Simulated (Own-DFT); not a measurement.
# Computed records: Al3GaAs4 (zincblende random alloy, strained, atoms displaced), InGa3As4 (zincblende random alloy, strained, atoms displaced)

Computed with Own-DFT development build. A calculation, not a measurement: plane-wave PBE density functional theory by an unreviewed code, no spin, of a simulated periodic cell, stress positive in tension, free energy of the whole cell less one offset for each atom, forces on such cells passed a denser k mesh, this cell's mesh not checked; offsets are fitted by least squares, one for each functional and potential file, so energies compare only between cells with the same atoms and settings and are not formation energies; the far tail of each file's local potential was reset to the Coulomb form; each entry is a single point on an unrelaxed cell, so the pressure reflects the starting lattice, mostly measured values, from which strain is counted, and rises with the displacements; printed positions are rounded, which can move forces by about a meV/angstrom; the program is a retired in-house code; no spin-orbit coupling; before rounding, a Quantum ESPRESSO 7.3.1 run of the same cell and cutoff gave forces within 1 meV/angstrom rms on each cell, which checks the program and not the settings.

Settings shared by all entries: functional PBE; potential files PseudoDojo norm-conserving, scalar-relativistic, standard set; wave cutoff 42 hartree; occupations Fermi-Dirac; smearing width 0.1 eV; k mesh 3 x 3 x 3 centred on Gamma.

```yaml
- entry: 1
  formula: Al3GaAs4
  kind: "zincblende random alloy, strained, atoms displaced"
  structure:
    cell_angstrom:
      - [11.503, 0.1592, -0.0609]
      - [0.1592, 11.2705, 0.0486]
      - [-0.0609, 0.0486, 11.4195]
    atoms_fractional:
      - [Al, 0.99499, 0.00095, 0.005]
      - [Al, 0.99981, 0.25536, 0.2487]
      - [Al, 0.24703, 0.00462, 0.24912]
      - [Ga, 0.25158, 0.24529, 0.99667]
      - [As, 0.12941, 0.13288, 0.12495]
      - [As, 0.12631, 0.37107, 0.37725]
      - [As, 0.37449, 0.12837, 0.37943]
      - [As, 0.38318, 0.37246, 0.12087]
      - [Ga, 0.00179, 0.99846, 0.49747]
      - [Ga, 0.99977, 0.24871, 0.75311]
      - [Al, 0.25811, 0.00088, 0.74725]
      - [Al, 0.24895, 0.25239, 0.49867]
      - [As, 0.12224, 0.12504, 0.62098]
      - [As, 0.12325, 0.37116, 0.86857]
      - [As, 0.37199, 0.12197, 0.87319]
      - [As, 0.37845, 0.37872, 0.62316]
      - [Al, 0.00395, 0.50496, 0.99447]
      - [Al, 0.99505, 0.75516, 0.24223]
      - [Al, 0.25099, 0.49732, 0.24353]
      - [Al, 0.24935, 0.74707, 0.99464]
      - [As, 0.12459, 0.62251, 0.12877]
      - [As, 0.12447, 0.87515, 0.37846]
      - [As, 0.37505, 0.63266, 0.36824]
      - [As, 0.37187, 0.8797, 0.12185]
      - [Al, 0.00132, 0.49462, 0.50716]
      - [Al, 0.99928, 0.74767, 0.75362]
      - [Al, 0.2583, 0.50319, 0.74345]
      - [Ga, 0.25205, 0.74448, 0.50732]
      - [As, 0.12948, 0.62596, 0.62248]
      - [As, 0.12682, 0.86352, 0.8737]
      - [As, 0.38095, 0.61993, 0.87648]
      - [As, 0.37042, 0.88093, 0.6223]
      - [Al, 0.50149, 0.00266, 0.00096]
      - [Ga, 0.50069, 0.25438, 0.24585]
      - [Ga, 0.74819, 0.99942, 0.24935]
      - [Al, 0.75332, 0.24239, 0.99954]
      - [As, 0.62302, 0.12459, 0.12606]
      - [As, 0.6202, 0.37985, 0.37278]
      - [As, 0.87596, 0.1252, 0.36782]
      - [As, 0.8847, 0.36799, 0.12139]
      - [Al, 0.49425, 0.00398, 0.48969]
      - [Al, 0.50011, 0.24913, 0.75348]
      - [Al, 0.745, 0.99839, 0.74966]
      - [Al, 0.74768, 0.2531, 0.49796]
      - [As, 0.61995, 0.12931, 0.62432]
      - [As, 0.62119, 0.38154, 0.86943]
      - [As, 0.87687, 0.12552, 0.86779]
      - [As, 0.88509, 0.37407, 0.6171]
      - [Al, 0.50202, 0.50692, 0.99711]
      - [Ga, 0.50499, 0.75778, 0.24924]
      - [Al, 0.75001, 0.50331, 0.25068]
      - [Al, 0.74387, 0.74768, 0.00353]
      - [As, 0.62848, 0.62868, 0.11708]
      - [As, 0.61835, 0.86781, 0.36586]
      - [As, 0.8694, 0.6246, 0.38189]
      - [As, 0.87826, 0.87297, 0.12361]
      - [Al, 0.50378, 0.49595, 0.49512]
      - [Al, 0.49542, 0.74823, 0.76054]
      - [Al, 0.75082, 0.49748, 0.74879]
      - [Ga, 0.75187, 0.76039, 0.49834]
      - [As, 0.62742, 0.61861, 0.62198]
      - [As, 0.63137, 0.87484, 0.87809]
      - [As, 0.86995, 0.63039, 0.87474]
      - [As, 0.86601, 0.87097, 0.62832]
  results:
    "free_energy_of_cell_above_offsets [eV]": "-18.339"
    "pressure [GPa]": 1.84
    "stress_xx [GPa]": -1.33
    "stress_yy [GPa]": -2.41
    "stress_zz [GPa]": -1.77
    "stress_yz [GPa]": 0.85
    "stress_xz [GPa]": -1.03
    "stress_xy [GPa]": 1.81
    force_element: [Al, Al, Al, Ga, As, As, As, As, Ga, Ga, Al, Al, As, As, As, As, Al, Al, Al, Al, As, As, As, As, Al, Al, Al, Ga, As, As, As, As, Al, Ga, Ga, Al, As, As, As, As, Al, Al, Al, Al, As, As, As, As, Al, Ga, Al, Al, As, As, As, As, Al, Al, Al, Ga, As, As, As, As]
    "force_x [eV/angstrom]": [1.023, 0.677, 0.273, 0.01, -0.818, -0.263, -0.562, -0.915, -0.656, 0.27, -1.506, 0.297, 0.398, 0.771, 0.701, -0.039, -0.192, 0.864, 0.389, 0.459, -0.108, 0.215, 0.145, 0.039, 0.775, -0.047, -0.524, 0.176, -0.896, -0.425, -1.355, 1.163, -0.092, 0.201, 0.18, -0.327, 0.206, 0.827, -0.332, -1.312, 0.965, -0.334, 0.165, 0.326, 0.264, 0.593, -0.48, -1.531, 0.631, -1.309, 0.365, 1.31, -0.779, 1.201, 0.824, -1.41, -0.803, 0.828, 0.554, -0.802, -0.472, -1.039, 0.109, 1.137]
    "force_y [eV/angstrom]": [0.048, -0.744, -0.338, 0.659, -0.503, 0.881, 0.584, 0.736, -0.021, -0.124, -0.105, -0.227, -0.01, 0.916, 0.257, -0.564, -0.419, -1.076, -0.256, -0.482, 0.481, -0.411, -0.805, -0.181, 0.98, -0.16, -0.444, 0.65, -0.276, 1.725, 0.609, -0.786, -0.401, -0.63, -0.309, 0.732, 0.178, -0.565, 0.169, 1.347, -0.867, 0.249, 0.391, -0.263, -0.462, -0.802, -0.621, -0.535, -1.013, -1.231, -0.45, 0.582, -0.6, 1.849, 0.133, 0.629, 1.099, 0.379, -0.021, -1.074, 0.994, 0.293, -0.573, 0.801]
    "force_z [eV/angstrom]": [-0.527, 0.684, 0.596, 0.076, -0.174, -0.716, -1.487, -0.729, 0.445, -0.715, 0.241, 0.905, 0.436, 0.188, -0.082, -0.361, 0.229, 1.809, 0.842, 1.05, -0.843, -0.789, 0.166, -0.153, -1.067, -0.462, 0.617, -0.815, 0.504, -0.314, -0.354, -0.107, -0.023, 0.932, 0.171, -0.091, -0.416, -0.738, 0.435, -0.621, 1.07, -0.057, -0.105, -0.044, -0.456, 0.618, 0.374, 1.115, 0.783, -1.288, -0.245, -0.284, 1.104, 1.355, -0.726, -0.692, 0.48, -1.231, -0.245, 0.133, 0.035, -0.24, -0.099, -0.098]
- entry: 2
  formula: InGa3As4
  kind: "zincblende random alloy, strained, atoms displaced"
  structure:
    cell_angstrom: [[11.3066, 0.0, 0.0], [0.0, 11.3066, 0.0], [0.0, 0.0, 11.7318]]
    atoms_fractional:
      - [Ga, 0.99713, 0.9971, 0.0054]
      - [Ga, 0.00353, 0.24304, 0.25258]
      - [Ga, 0.2432, 0.99849, 0.25706]
      - [Ga, 0.24947, 0.25777, 0.99314]
      - [As, 0.12759, 0.11934, 0.12723]
      - [As, 0.12921, 0.37629, 0.37074]
      - [As, 0.36537, 0.12785, 0.37977]
      - [As, 0.3672, 0.36971, 0.11726]
      - [Ga, 0.00061, 0.00563, 0.50063]
      - [In, 0.00676, 0.24865, 0.75446]
      - [Ga, 0.24759, 0.00601, 0.74258]
      - [In, 0.25069, 0.2434, 0.50768]
      - [As, 0.12426, 0.12317, 0.6196]
      - [As, 0.11926, 0.37072, 0.87814]
      - [As, 0.36655, 0.12668, 0.88011]
      - [As, 0.36832, 0.37234, 0.62153]
      - [Ga, 0.00118, 0.49874, 0.00311]
      - [Ga, 0.99771, 0.75168, 0.25069]
      - [Ga, 0.24149, 0.49896, 0.25402]
      - [Ga, 0.24625, 0.75061, 0.00319]
      - [As, 0.12124, 0.63014, 0.12567]
      - [As, 0.12854, 0.87077, 0.37202]
      - [As, 0.37037, 0.62854, 0.37513]
      - [As, 0.37424, 0.87469, 0.12207]
      - [In, 0.00544, 0.49698, 0.50227]
      - [In, 0.9918, 0.75077, 0.75111]
      - [In, 0.25195, 0.4984, 0.74868]
      - [Ga, 0.25004, 0.74904, 0.50398]
      - [As, 0.12256, 0.62517, 0.62643]
      - [As, 0.13144, 0.87944, 0.88052]
      - [As, 0.36345, 0.61898, 0.88372]
      - [As, 0.37504, 0.87894, 0.62631]
      - [Ga, 0.49771, 0.00184, 0.00071]
      - [Ga, 0.5034, 0.25048, 0.24875]
      - [Ga, 0.75044, 0.99665, 0.25056]
      - [Ga, 0.7544, 0.25536, 0.99639]
      - [As, 0.63022, 0.11613, 0.12862]
      - [As, 0.63076, 0.37733, 0.38134]
      - [As, 0.86924, 0.13236, 0.37669]
      - [As, 0.87541, 0.37613, 0.12726]
      - [Ga, 0.49444, 0.99204, 0.50669]
      - [Ga, 0.49944, 0.25416, 0.74827]
      - [Ga, 0.74858, 0.00297, 0.74833]
      - [Ga, 0.74401, 0.24855, 0.50405]
      - [As, 0.6235, 0.12274, 0.62559]
      - [As, 0.62273, 0.37453, 0.87883]
      - [As, 0.87047, 0.1264, 0.88032]
      - [As, 0.87552, 0.3765, 0.61887]
      - [Ga, 0.50618, 0.49591, 0.99631]
      - [Ga, 0.49656, 0.75188, 0.24804]
      - [In, 0.75757, 0.50259, 0.24662]
      - [In, 0.75018, 0.75456, 0.0013]
      - [As, 0.62628, 0.62957, 0.11829]
      - [As, 0.63175, 0.87854, 0.36907]
      - [As, 0.87857, 0.62762, 0.3728]
      - [As, 0.87625, 0.87368, 0.12553]
      - [In, 0.49805, 0.5035, 0.49211]
      - [Ga, 0.50248, 0.74736, 0.75028]
      - [Ga, 0.74334, 0.50673, 0.74931]
      - [Ga, 0.73589, 0.74939, 0.49838]
      - [As, 0.62225, 0.62203, 0.62885]
      - [As, 0.62374, 0.87392, 0.87288]
      - [As, 0.86403, 0.62011, 0.87157]
      - [As, 0.87198, 0.87138, 0.63456]
  results:
    "free_energy_of_cell_above_offsets [eV]": "-20.972"
    "pressure [GPa]": 6.08
    "stress_xx [GPa]": -6.59
    "stress_yy [GPa]": -6.77
    "stress_zz [GPa]": -4.86
    "stress_yz [GPa]": -0.37
    "stress_xz [GPa]": -0.02
    "stress_xy [GPa]": -0.15
    force_element: [Ga, Ga, Ga, Ga, As, As, As, As, Ga, In, Ga, In, As, As, As, As, Ga, Ga, Ga, Ga, As, As, As, As, In, In, In, Ga, As, As, As, As, Ga, Ga, Ga, Ga, As, As, As, As, Ga, Ga, Ga, Ga, As, As, As, As, Ga, Ga, In, In, As, As, As, As, In, Ga, Ga, Ga, As, As, As, As]
    "force_x [eV/angstrom]": [0.336, -0.048, 0.915, -0.617, -0.161, -0.385, 2.387, 1.076, -0.746, -1.647, 0.197, -0.732, -1.007, 0.858, 0.787, 2.257, -0.481, 0.12, 0.889, 0.258, 0.026, -0.778, -0.828, -0.268, -0.222, 1.579, -0.743, -0.154, 0.997, -0.287, 1.969, -0.368, 0.12, -0.324, 0.954, -0.38, -0.393, -0.026, 0.278, 1.488, 0.646, -0.343, -0.006, 0.299, -0.379, 0.467, -0.113, -1.85, -1.048, 0.275, -1.252, 0.23, -2.055, -1.498, -0.139, 0.777, -0.283, -0.873, 0.386, 1.215, 0.093, -0.919, 1.025, -1.551]
    "force_y [eV/angstrom]": [0.434, 0.385, 0.11, -1.004, 0.587, -1.097, -1.769, 1.001, -1.038, -0.678, -0.317, 1.151, -1.643, 1.585, -0.054, 0.222, 0.232, 0.076, 0.49, 0.102, -0.453, 0.044, 0.851, 0.306, 0.479, -0.497, -0.198, 0.214, 1.165, 0.337, 1.258, -1.134, -0.182, -0.17, 0.472, -0.3, 1.065, -1.5, -0.725, -1.651, 0.993, -0.445, -0.139, 0.115, 0.109, -0.179, -1.084, -0.7, 0.573, -0.038, 0.441, 0.065, -0.988, -0.476, 1.45, 0.921, -0.392, 0.008, -1.38, -0.01, 0.92, 1.302, -1.154, 1.932]
    "force_z [eV/angstrom]": [-0.315, -0.387, -0.627, 0.592, -0.39, -0.488, -1.813, 1.171, -0.475, -1.053, 0.886, -1.189, 1.146, 1.555, -0.969, 1.035, -0.216, 0.026, -1.113, 0.082, 0.106, 0.917, -1.26, 0.561, -1.1, 1.487, 0.341, 0.014, -0.323, -0.271, 0.428, 0.594, -0.173, 0.177, -0.112, 0.87, -0.633, -1.171, 0.012, -1.236, -1.35, 0.308, 0.503, 0.125, 0.049, -1.065, 0.087, 1.405, 0.782, -0.148, 0.359, -0.728, 1.154, 0.788, 1.015, 1.212, 0.907, 0.586, -0.078, 0.21, -0.047, -0.775, 0.801, -2.791]
- entry: 3
  formula: Al3GaAs4
  kind: "zincblende random alloy, strained, atoms displaced"
  structure:
    cell_angstrom:
      - [11.3303, -0.0386, 0.0277]
      - [-0.0386, 11.1522, -0.0694]
      - [0.0277, -0.0694, 11.2848]
    atoms_fractional:
      - [Al, 0.99568, 0.99781, 0.00036]
      - [Ga, 0.99904, 0.24906, 0.25332]
      - [Al, 0.24939, 0.00249, 0.25289]
      - [Al, 0.25248, 0.25321, 0.99925]
      - [As, 0.12647, 0.1241, 0.11659]
      - [As, 0.12887, 0.37413, 0.37675]
      - [As, 0.38069, 0.12432, 0.37017]
      - [As, 0.37888, 0.3628, 0.10988]
      - [Ga, 0.99691, 0.99243, 0.4997]
      - [Al, 0.99725, 0.25285, 0.76034]
      - [Al, 0.25287, 0.00352, 0.7503]
      - [Al, 0.25047, 0.2491, 0.49277]
      - [As, 0.12371, 0.1249, 0.62756]
      - [As, 0.12057, 0.37763, 0.87565]
      - [As, 0.37775, 0.12894, 0.87402]
      - [As, 0.37669, 0.36872, 0.62877]
      - [Ga, 0.00025, 0.50711, 0.99895]
      - [Al, 0.0075, 0.74669, 0.25371]
      - [Al, 0.24833, 0.50203, 0.25197]
      - [Al, 0.24356, 0.75013, 0.00367]
      - [As, 0.12458, 0.62677, 0.12552]
      - [As, 0.1162, 0.87602, 0.38084]
      - [As, 0.37749, 0.62976, 0.37145]
      - [As, 0.36715, 0.86945, 0.1233]
      - [Al, 0.99438, 0.49439, 0.50394]
      - [Al, 0.00109, 0.75055, 0.74634]
      - [Al, 0.263, 0.50096, 0.75049]
      - [Al, 0.24288, 0.75331, 0.50149]
      - [As, 0.12499, 0.62572, 0.62451]
      - [As, 0.13019, 0.88061, 0.88145]
      - [As, 0.37074, 0.62611, 0.86794]
      - [As, 0.36652, 0.88204, 0.62832]
      - [Al, 0.49706, 0.00436, 0.99479]
      - [Al, 0.50135, 0.25432, 0.24794]
      - [Al, 0.75281, 0.00209, 0.23938]
      - [Al, 0.74481, 0.25173, 0.00359]
      - [As, 0.6201, 0.13218, 0.12735]
      - [As, 0.62792, 0.36722, 0.37634]
      - [As, 0.87883, 0.12324, 0.37746]
      - [As, 0.86906, 0.36465, 0.12365]
      - [Ga, 0.49894, 0.0029, 0.50664]
      - [Al, 0.49926, 0.25587, 0.74523]
      - [Ga, 0.74676, 0.00081, 0.75025]
      - [Ga, 0.7504, 0.2569, 0.49384]
      - [As, 0.62921, 0.12869, 0.62675]
      - [As, 0.62875, 0.37749, 0.8778]
      - [As, 0.86767, 0.13006, 0.87286]
      - [As, 0.87766, 0.37597, 0.622]
      - [Al, 0.49726, 0.49793, 0.99846]
      - [Ga, 0.50639, 0.74646, 0.25127]
      - [Al, 0.75175, 0.5006, 0.25241]
      - [Ga, 0.75164, 0.73882, 0.00823]
      - [As, 0.61888, 0.62188, 0.12375]
      - [As, 0.62147, 0.86726, 0.36742]
      - [As, 0.88188, 0.62447, 0.3749]
      - [As, 0.87283, 0.87132, 0.12308]
      - [Al, 0.50516, 0.49903, 0.49973]
      - [Al, 0.49893, 0.74589, 0.75113]
      - [Al, 0.75474, 0.49364, 0.7535]
      - [Al, 0.74787, 0.74509, 0.50137]
      - [As, 0.61732, 0.62556, 0.63108]
      - [As, 0.62614, 0.87779, 0.87663]
      - [As, 0.87485, 0.61967, 0.86945]
      - [As, 0.88815, 0.88331, 0.6293]
  results:
    "free_energy_of_cell_above_offsets [eV]": "-17.361"
    "pressure [GPa]": 4.76
    "stress_xx [GPa]": -4.41
    "stress_yy [GPa]": -5.25
    "stress_zz [GPa]": -4.63
    "stress_yz [GPa]": -1.15
    "stress_xz [GPa]": 0.23
    "stress_xy [GPa]": -1.01
    force_element: [Al, Ga, Al, Al, As, As, As, As, Ga, Al, Al, Al, As, As, As, As, Ga, Al, Al, Al, As, As, As, As, Al, Al, Al, Al, As, As, As, As, Al, Al, Al, Al, As, As, As, As, Ga, Al, Ga, Ga, As, As, As, As, Al, Ga, Al, Ga, As, As, As, As, Al, Al, Al, Al, As, As, As, As]
    "force_x [eV/angstrom]": [-0.234, 0.425, -0.459, -1.388, -0.126, -0.543, -0.126, 0.232, 0.377, 0.069, -0.761, 0.136, -0.051, 1.216, -0.097, -0.319, -0.53, -0.891, 0.603, 0.345, 0.172, 1.467, -0.352, 1.194, 1.18, 0.494, -1.956, 0.562, 0.246, -0.567, 0.651, 1.044, -0.111, -0.553, -0.6, -0.26, 0.364, -0.571, -0.563, 1.023, 0.256, 0.791, 0.332, 0.643, -0.075, -0.435, 0.247, -0.511, -0.164, -1.339, -0.106, -0.241, 0.517, 1.286, -0.555, 0.809, -0.761, -0.425, -0.775, 0.305, 1.448, -0.018, 0.295, -2.267]
    "force_y [eV/angstrom]": [0.434, -0.15, -0.363, -0.89, 0.092, 0.407, 0.202, 1.737, 1.824, -0.35, 0.573, -0.571, 0.339, 0.429, 0.227, 0.727, -0.848, 0.58, -0.445, -0.165, -0.563, -0.085, -0.59, 0.615, 0.846, 0.217, -0.715, -0.036, -0.816, -0.477, 0.525, -1.218, -0.416, -0.056, 0.076, -0.546, -1.076, 1.505, -0.259, 1.497, -0.369, -0.675, -0.107, -1.228, 0.131, -0.246, -0.501, -0.799, 0.402, 0.205, -0.253, 0.495, -0.689, 1.569, -0.223, -0.34, -0.144, 1.531, 0.253, 0.642, -0.639, -0.884, 0.975, -1.324]
    "force_z [eV/angstrom]": [-0.459, -0.585, -0.43, -1.208, 0.948, -0.144, 0.379, 2.168, 0.129, -1.191, 0.538, 0.792, -0.221, 0.143, -0.357, -1.403, 0.346, -0.43, -0.647, -0.824, 0.231, -0.952, 0.817, 0.52, -0.699, 0.899, -0.717, -0.21, 0.157, -0.765, 1.871, -0.418, 0.76, 0.133, 0.895, -0.675, -0.415, -0.59, -0.234, 0.6, -0.558, 0.981, -0.198, 0.839, -0.389, -0.294, 0.81, 0.899, -0.689, -1.027, -0.354, -1.121, 0.363, 1.317, 0.258, 0.429, -0.094, 0.117, -0.81, 0.178, -0.365, 0.203, 0.454, 0.297]
- entry: 4
  formula: InGa3As4
  kind: "zincblende random alloy, strained, atoms displaced"
  structure:
    cell_angstrom: [[11.3066, 0.0, 0.0], [0.0, 11.3066, 0.0], [0.0, 0.0, 11.6914]]
    atoms_fractional:
      - [Ga, 0.99644, 0.00104, 0.00208]
      - [Ga, 0.99143, 0.24464, 0.25389]
      - [Ga, 0.25042, 0.99659, 0.24282]
      - [Ga, 0.25479, 0.25491, 0.00157]
      - [As, 0.12342, 0.12268, 0.12372]
      - [As, 0.13189, 0.38224, 0.36591]
      - [As, 0.37619, 0.12971, 0.36866]
      - [As, 0.3785, 0.37729, 0.12286]
      - [In, 0.00201, 0.00553, 0.5011]
      - [Ga, 0.00096, 0.24454, 0.75011]
      - [In, 0.25077, 0.00449, 0.75517]
      - [Ga, 0.25215, 0.25505, 0.49917]
      - [As, 0.12114, 0.12021, 0.62383]
      - [As, 0.11761, 0.37982, 0.86937]
      - [As, 0.3739, 0.11714, 0.87056]
      - [As, 0.37154, 0.37877, 0.63124]
      - [Ga, 0.00153, 0.50578, 0.00903]
      - [Ga, 0.00657, 0.74725, 0.25133]
      - [Ga, 0.2511, 0.4992, 0.24872]
      - [Ga, 0.25193, 0.74337, 0.99966]
      - [As, 0.12089, 0.62436, 0.12099]
      - [As, 0.12052, 0.87496, 0.37863]
      - [As, 0.3753, 0.62617, 0.37745]
      - [As, 0.37794, 0.8682, 0.12887]
      - [Ga, 0.99329, 0.50075, 0.49866]
      - [In, 0.99864, 0.75397, 0.74414]
      - [Ga, 0.25073, 0.48956, 0.74497]
      - [In, 0.2562, 0.74839, 0.4963]
      - [As, 0.12159, 0.62171, 0.62443]
      - [As, 0.12364, 0.87504, 0.87632]
      - [As, 0.37648, 0.62601, 0.87301]
      - [As, 0.37717, 0.8754, 0.62287]
      - [Ga, 0.49647, 0.99621, 0.9936]
      - [Ga, 0.50088, 0.24675, 0.25056]
      - [In, 0.7505, 0.98986, 0.25154]
      - [Ga, 0.74815, 0.25573, 0.99191]
      - [As, 0.61989, 0.12236, 0.12142]
      - [As, 0.6276, 0.37773, 0.37254]
      - [As, 0.87331, 0.12179, 0.37514]
      - [As, 0.88218, 0.37437, 0.12723]
      - [Ga, 0.50072, 0.99743, 0.49669]
      - [Ga, 0.50895, 0.25594, 0.7497]
      - [In, 0.75426, 0.99953, 0.75956]
      - [Ga, 0.74732, 0.25314, 0.49057]
      - [As, 0.62718, 0.12999, 0.62451]
      - [As, 0.62665, 0.37681, 0.8683]
      - [As, 0.8717, 0.12252, 0.87859]
      - [As, 0.87415, 0.38143, 0.61758]
      - [Ga, 0.49972, 0.5037, 0.00559]
      - [Ga, 0.50383, 0.75099, 0.25035]
      - [Ga, 0.74441, 0.49765, 0.25171]
      - [In, 0.7553, 0.75505, 0.99481]
      - [As, 0.63782, 0.62883, 0.13181]
      - [As, 0.62514, 0.87688, 0.3673]
      - [As, 0.87207, 0.62259, 0.36978]
      - [As, 0.87348, 0.87413, 0.12962]
      - [In, 0.50184, 0.50026, 0.48985]
      - [Ga, 0.50282, 0.75074, 0.75344]
      - [Ga, 0.74985, 0.50566, 0.75269]
      - [Ga, 0.75912, 0.75337, 0.49402]
      - [As, 0.61888, 0.62043, 0.62157]
      - [As, 0.62476, 0.87775, 0.87596]
      - [As, 0.87613, 0.62805, 0.87832]
      - [As, 0.87219, 0.8807, 0.62242]
  results:
    "free_energy_of_cell_above_offsets [eV]": "-20.345"
    "pressure [GPa]": 6.49
    "stress_xx [GPa]": -7.11
    "stress_yy [GPa]": -6.99
    "stress_zz [GPa]": -5.37
    "stress_yz [GPa]": -0.77
    "stress_xz [GPa]": 0.07
    "stress_xy [GPa]": -0.24
    force_element: [Ga, Ga, Ga, Ga, As, As, As, As, In, Ga, In, Ga, As, As, As, As, Ga, Ga, Ga, Ga, As, As, As, As, Ga, In, Ga, In, As, As, As, As, Ga, Ga, In, Ga, As, As, As, As, Ga, Ga, In, Ga, As, As, As, As, Ga, Ga, Ga, In, As, As, As, As, In, Ga, Ga, Ga, As, As, As, As]
    "force_x [eV/angstrom]": [0.268, 1.148, -0.228, -0.629, 0.11, -1.307, -0.488, -0.004, -0.778, -0.551, -0.989, -0.287, 1.36, 0.45, 2.184, 0.805, -0.615, -0.562, 0.482, -0.152, 1.219, 0.777, 0.225, -0.209, 0.924, 0.071, -0.912, -1.316, 0.661, -0.023, -0.181, 1.312, -0.176, 0.327, -0.013, 0.035, 0.05, 0.348, -0.564, -1.084, 0.078, -1.031, -0.95, 0.412, -0.413, -0.092, 1.753, -0.41, 0.672, -0.111, 1.02, -0.558, -1.678, -1.553, 0.426, 2.715, -0.703, -0.053, 0.22, -1.004, 1.722, -1.944, 0.636, -0.839]
    "force_y [eV/angstrom]": [-0.319, 0.277, 0.112, -0.404, 0.504, -1.005, -0.757, -0.134, -0.697, 0.447, -1.464, -0.151, 2.727, -0.387, 3.009, -1.455, -0.802, 0.179, 0.733, 0.516, 0.442, -0.129, -0.239, 0.2, 0.221, -0.32, 1.466, 0.335, -1.291, -0.152, -0.551, 0.273, 0.151, 0.476, 2.254, -0.223, 0.662, -1.67, 1.65, 0.01, 0.568, -0.74, 0.172, -0.168, 0.079, 0.727, 1.756, -1.008, 0.328, -0.66, -0.169, -0.016, -0.632, -1.711, 0.165, -0.506, -0.721, -0.014, 0.014, -0.284, 1.732, -0.527, -2.02, -0.86]
    "force_z [eV/angstrom]": [0.14, -0.222, 0.544, -0.629, 0.05, 1.111, 0.726, 0.532, -0.581, -0.32, -1.584, 0.003, 0.675, 0.901, 2.056, -0.73, -1.196, -0.062, -0.685, -0.027, 0.89, -2.02, -3.278, -0.786, -0.561, 0.354, 0.88, 1.027, -0.415, 1.728, -0.047, 0.607, 0.774, -0.558, -0.944, 0.971, -0.715, -1.268, -0.087, -0.217, 0.091, -0.283, -1.7, 0.836, -0.883, 0.945, 1.184, 0.898, -0.367, 0.077, -0.461, 0.712, -0.129, 2.629, 0.086, -0.676, 1.224, -0.617, -0.606, 0.33, 1.2, -0.009, -0.702, -0.818]
```
